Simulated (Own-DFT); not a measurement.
# Point defects and the pressure they add: C40 NbSi2

The numbers are computed, not measured, by runs of the plane-wave DFT program Own-DFT (in-house, retired, unreviewed) at fixed positions, with no spin and no spin-orbit coupling.

All runs used: PBE; PseudoDojo norm-conserving scalar-relativistic files; cutoff 42 hartree; 4 x 4 x 5 k mesh centred on Gamma; cold (Marzari-Vanderbilt) smearing of 0.2 eV.

Caveats: forces on such cells failed a check on a denser k mesh; stress not checked against mesh or cutoff.

All runs share one cell, with vectors in Å (0.000, 8.324, 0.000); (-9.613, 0.000, 0.000); (0.000, 0.000, 6.586) and a volume of 527.0 Å³. u is the rms random offset of the atoms per axis. The defect's site can differ from row to row.

```
cell,formula,u (Å),P (GPa)
no defect,Nb12Si24,0.0210,1.49
no defect,Nb12Si24,0.0463,2.37
no defect,Nb12Si24,0.0539,2.77
two Si on a Nb site each,Nb10Si26,0.0318,1.63
two Si on a Nb site each,Nb10Si26,0.0477,2.32
two Si on a Nb site each,Nb10Si26,0.0503,2.46
two Nb on a Si site each,Nb14Si22,0.0281,7.65
two Nb on a Si site each,Nb14Si22,0.0322,7.61
two Nb on a Si site each,Nb14Si22,0.0489,7.91
two Nb on a Si site each,Nb14Si22,0.0531,?
one Si vacancy,Nb12Si23,0.0303,0.85
one Si vacancy,Nb12Si23,0.0500,1.99
one Si vacancy,Nb12Si23,0.0526,1.71
```

## Fit

P = P0 + c u² + a shift for each defect gives P0 = 1.35 GPa, c = 471 ± 66 GPa/Å² and a scatter of 0.19 GPa. The shifts, and each times the cell's volume:

- two Nb on a Si site each: 5.72 ± 0.16 GPa, 18.8 eV (9.4 eV for each of its 2 sites)
- two Si on a Nb site each: -0.12 ± 0.15 GPa, -0.4 eV (-0.2 eV for each of its 2 sites) (not resolved)
- one Si vacancy: -0.80 ± 0.15 GPa, -2.6 eV

A positive shift means that the defect pushes the cell outwards. Shift times volume (160.2 GPa Å³ is 1 eV) depends little on the cell's size, so, taken for each site, it can be compared between cells at like pressure. The atoms around the defects weren't relaxed, which would change these numbers.

## Check

Question: what pressure belongs in the blank (two Nb on a Si site each, u = 0.0531 Å)?

Estimate: 8.39 ± 0.24 GPa. The calculation gave 8.64 GPa.
